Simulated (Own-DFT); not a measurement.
# Energy and forces against displacement in 4H SiC, 72 atoms (C36Si36)

These are calculations, not measurements. They come from Own-DFT, an in-house plane-wave density functional program, since retired, whose code no person has reviewed. Each row is one single-point run on a periodic cell that was not relaxed, without spin or spin-orbit coupling.

Settings of every run: PBE; PseudoDojo norm-conserving scalar-relativistic files; cutoff 42 hartree; 4 x 4 x 3 k mesh centred on Gamma; Fermi-Dirac smearing of 0.1 eV.

Known limits, some of them of some rows only: some atoms lie very close together; forces on such cells passed a denser k mesh, each cell not checked; stress not checked against mesh or cutoff.

Cell vectors in Å: (9.248, 0.000, 0.000); (-4.624, 8.009, 0.000); (0.000, 0.000, 10.068). In each run every atom was moved at random and independently from its ideal site; u is the rms move along one axis. E is the free energy for each atom above the fitted value at u = 0, and F the rms of the force components.

```
run,u (Å),E (meV/atom),F (eV/Å),largest force (eV/Å),P (GPa)
1,0.0271,30.1,0.748,2.49,3.57
2,0.0295,35.7,0.853,3.12,3.71
3,0.0572,129.0,1.658,5.56,6.02
4,0.0586,142.0,1.830,6.99,6.27
5,0.0964,?,?,?,?
6,0.0969,389.0,3.338,12.33,12.65
7,0.1067,462.5,3.700,17.94,13.59
```

## Worked fit

For small independent moves the energy grows as E = (3/2) K u², with K the mean stiffness felt by one atom. The runs with u up to 0.11 Å give K = 27.2 ± 0.3 eV/Å², with residuals divided by u² + 0.0006 Å², since the noise grows with the moves. The scatter is 2.2 meV/atom at u = 0.05 Å. The forces follow F = G u with G = 31.1 eV/Å²; no force at u = 0 is resolved. G exceeds K because the moves of its neighbours add to the force on an atom, and stiffness differs between atoms. The pressure follows P = 2.89 + 980 u² GPa: at fixed volume, shortened bonds push harder than stretched ones pull.

## Withheld run

Question: what energy and rms force should run 5 give?

The fit gives 379 ± 8 meV/atom and about 3.00 eV/Å. The calculation gave 325.0 meV/atom and 2.776 eV/Å. This run lies off the fit, by chance or by something that the fit leaves out.
